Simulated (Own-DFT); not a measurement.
# Strain and stress in wurtzite GaN, 72 atoms (Ga36N36)

All numbers below are calculated, not measured. They come from Own-DFT, an in-house plane-wave density functional program, since retired, whose code no person has reviewed. Each row is one single-point run on a periodic cell that was not relaxed, without spin or spin-orbit coupling.

Settings of every run: PBE; PseudoDojo norm-conserving scalar-relativistic files (stringent for Ga); cutoff 96 hartree; 4 x 4 x 3 k mesh centred on Gamma; Gaussian smearing of 0.01 eV.

Known limits: forces not confirmed at this smearing and k mesh; stress not checked against mesh or cutoff.

Unstrained cell vectors in Å: (9.567, 0.000, 0.000); (-4.784, 8.285, 0.000); (0.000, 0.000, 10.370). The unstrained cell has measured lattice constants (interpolated for alloys), not those of this functional. That, the random moves and any unrelaxed bonds set the pressure at no strain. Each run strains this cell uniformly, with the atoms carried along. Every atom was also moved at random, by a Gaussian of width 0.05 Å on each axis. Strain is the symmetric tensor, in per cent. Stress is positive in tension, and the pressure is minus a third of its trace.

```
run  e_xx (%)  e_yy (%)  e_zz (%)  s_xx (GPa)  s_yy (GPa)  s_zz (GPa)  P (GPa)  E (meV/atom)
  1     -1.75     -1.75      0.00      -16.40      -18.10       -8.99    14.49          35.3
  2      0.25      0.25      0.00       -4.98       -5.77       -7.64     6.13          21.4
  3      1.00      1.00      0.00       -1.47       -2.00       -5.08     2.85           1.2
  4     -0.50     -0.50      0.00       -9.32       -9.97       -8.71     9.34          33.4
  5      2.50      2.50      0.00        4.45        4.38       -3.99    -1.61          21.3
  6     -2.75     -2.75      0.00      -24.86      -25.00      -11.45    20.44          95.4
  7      1.75      1.75      0.00        1.68        1.82       -4.29     0.26           0.0
  8      0.75      0.75      0.00       -1.52       -2.23       -9.15     4.30          16.0
  9     -1.00     -1.00      0.00           ?           ?           ?        ?             ?
```

E is the free energy for each atom above the lowest run shown.

## Worked fit

The change of volume is close to e_xx + e_yy + e_zz. A straight line through the runs shown gives P = 7.74 - 211 x (fractional change of volume) GPa, with an error of 10 on the slope and a scatter of 0.89 GPa. The strain isn't the same on all axes and the cell isn't cubic, so the slope belongs to this path and is not the bulk modulus.

## Withheld run

Question: what pressure should run 9 give? Its volume changes by -1.99 %.

The line gives 11.9 GPa. The calculation gave 11.22 GPa.
